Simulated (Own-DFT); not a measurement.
## Calculated data, Al$_{3}$GaN$_{4}$ (wurtzite random alloy, strained, atoms displaced)

Computed with Own-DFT development build. A calculation, not a measurement: plane-wave PBE density functional theory by an unreviewed code, no spin, of a simulated periodic cell, stress positive in tension, free energy of the whole cell less one offset for each atom, forces on such cells passed a denser k mesh, this cell's mesh not checked; offsets are fitted by least squares, one for each functional and potential file, so energies compare only between cells with the same atoms and settings and are not formation energies; the far tail of each file's local potential was reset to the Coulomb form; each entry is a single point on an unrelaxed cell, so the pressure reflects the starting lattice, mostly measured values, from which strain is counted, and rises with the displacements; printed positions are rounded, which can move forces by about a meV/angstrom; the program is a retired in-house code; no spin-orbit coupling.

```xyz
72
Lattice="9.2763 0.0000 0.0000 -4.6382 8.0335 0.0000 0.0000 0.0000 10.0655" Properties=species:S:1:pos:R:3:force_x:R:1:force_y:R:1:force_z:R:1 formula=Al3GaN4 functional=PBE potential_files=PseudoDojo_norm-conserving,scalar-relativistic,standard_set_with_the_stringent_files_for_Ga wave_cutoff=96 occupations=Gaussian smearing_width=0.01 k_mesh=4_x_4_x_3_centred_on_Gamma free_energy_of_cell_above_offsets=-22.194 pressure=11.87 stress_xx=-13.36 stress_yy=-15.61 stress_zz=-6.65 stress_yz=-0.09 stress_xz=0.38 stress_xy=-0.33
Al    -0.0201     1.8665     0.0506       0.32     -3.233     -0.351
Al     1.5409     0.8403     2.5476     -0.173      0.863     -0.064
N      0.0002     1.8229     1.9393     -0.132     -0.637     -0.391
N      1.5509     0.8402     4.4566     -0.908      1.664     -0.723
Al    -0.0154     1.8247     5.0682      0.659     -1.085      0.034
Al     1.5444     0.8757     7.6076      0.358      0.477     -0.587
N      0.0210     1.7725     7.0111      0.862      0.485     -1.435
N      1.5649     0.9185     9.4817     -0.888      -0.68      0.075
Al    -1.5181     4.3741     0.0322      0.195      1.841     -0.925
Al    -0.1055     3.5698     2.5123      2.044      0.475      0.676
N     -1.6135     4.4481     1.8447      1.568      0.838      1.192
N     -0.0065     3.5470     4.4391     -0.201      1.233      0.061
Al    -1.6150     4.4413     5.0308      1.155      0.112     -0.019
Ga    -0.0102     3.6415     7.5287      0.929     -1.327      0.574
N     -1.5658     4.4017     6.9196     -0.944      1.287     -0.504
N      0.0031     3.5107     9.4883      0.564      2.115       -0.1
Al    -3.1085     7.0798    10.0330      1.745      2.055      1.304
Al    -1.5231     6.1959     2.5558     -0.646      0.787     -0.163
N     -3.0431     7.1459     1.8804     -0.657     -0.946      0.615
N     -1.5361     6.2515     4.5010      0.425     -1.644     -1.745
Ga    -3.1427     7.0803     4.9712      2.655      1.882      1.446
Ga    -1.5051     6.3191     7.5774     -0.521     -0.921     -0.765
N     -3.1071     7.1420     6.9016      1.166       1.41      0.732
N     -1.5962     6.1923     9.4489      0.551     -0.502      0.865
Al     3.0829     1.8179     9.9971       0.32     -1.107      1.382
Al     4.6011     0.8890     2.4793     -0.078      0.273      0.738
N      2.9952     1.8359     1.9560      1.772     -1.224     -1.211
N      4.6765     0.8827     4.4973     -1.644      0.036      -2.58
Ga     3.0985     1.8622     5.0093     -0.286      -2.11      0.913
Al     4.6334     0.8765     7.5626      0.398      1.732      0.394
N      3.1301     1.8607     7.0282     -0.785     -1.509     -0.407
N      4.6659     0.9282     9.4499     -0.453      0.005      0.455
Al     1.6098     4.4197     0.0227     -1.744      0.881       1.12
Al     3.1656     3.5689     2.4630     -2.918     -0.148      1.191
N      1.5629     4.4737     1.9650     -0.812     -0.274     -0.643
N      3.1007     3.5619     4.3587      0.415      2.251      0.669
Al     1.6141     4.5131     5.0780     -0.725     -1.052     -1.518
Al     3.1109     3.5865     7.4899      0.219      0.699      1.663
N      1.6188     4.5264     6.9262     -0.438     -1.302      0.048
N      3.0929     3.5809     9.5357      1.006      0.436     -1.633
Ga     0.0324     7.0420     0.0017     -2.959      2.408      1.044
Al     1.5429     6.2303     2.6068      0.388      0.301     -1.026
N     -0.0303     7.1164     1.9275      0.732      0.143       1.04
N      1.5771     6.2481     4.4804      1.533     -0.142     -0.723
Ga     0.0607     7.1302     5.0339     -1.037      0.246      0.823
Al     1.5527     6.1824     7.5819     -0.174      2.566     -0.194
N      0.0301     7.2400     6.9653      0.757     -2.179      0.251
N      1.4371     6.2130     9.4598      4.522     -1.856     -1.277
Al     6.1839     1.8097     0.0196     -0.047     -0.322      0.301
Al     7.7479     0.9324     2.4843     -0.272     -1.014      1.017
N      6.1995     1.8517     2.0104      -0.75     -2.199     -1.924
N      7.7258     0.8734     4.4737      1.077      1.357     -1.387
Ga     6.1520     1.7784     5.0350      1.086      0.795     -0.301
Ga     7.6936     0.9352     7.4705       0.62     -0.974      1.319
N      6.1782     1.7926     6.9162     -1.634      1.474      1.045
N      7.6562     0.8212     9.4393      0.829      3.285      0.494
Al     4.6322     4.4626     0.0600      0.483      0.754     -0.472
Ga     6.1292     3.6198     2.5058      0.001      0.084     -0.206
N      4.5660     4.5215     1.9865      0.966      0.092     -2.117
N      6.1130     3.6139     4.3545      1.916     -0.429      1.725
Al     4.7003     4.4170     5.0287     -2.439      1.426      0.387
Al     6.1801     3.5821     7.5516     -0.356     -0.251      0.832
N      4.6251     4.5135     6.9523      0.821     -1.046     -0.502
N      6.2336     3.6140     9.5364     -1.613     -1.174     -1.238
Al     3.0849     7.2059     9.9624       0.28     -3.146      1.759
Al     4.6216     6.2437     2.5093      0.596      1.421      0.625
N      3.1097     7.1304     1.9372     -0.786      0.744     -0.769
N      4.6846     6.2494     4.4837     -3.693     -1.935     -1.835
Al     3.1446     7.2351     5.0752     -0.463     -2.285      -0.55
Al     4.7512     6.2707     7.4586     -2.814     -0.107      1.647
N      3.0299     7.1459     6.9017      1.299     -1.054      1.175
N      4.7359     6.2631     9.4742     -3.242     -1.119     -1.348
```

Units: wave_cutoff in hartree; smearing_width, free_energy_of_cell_above_offsets in eV; pressure, stress_xx, stress_yy, stress_zz, stress_yz, stress_xz, stress_xy in GPa; force_x, force_y, force_z in eV/Å.
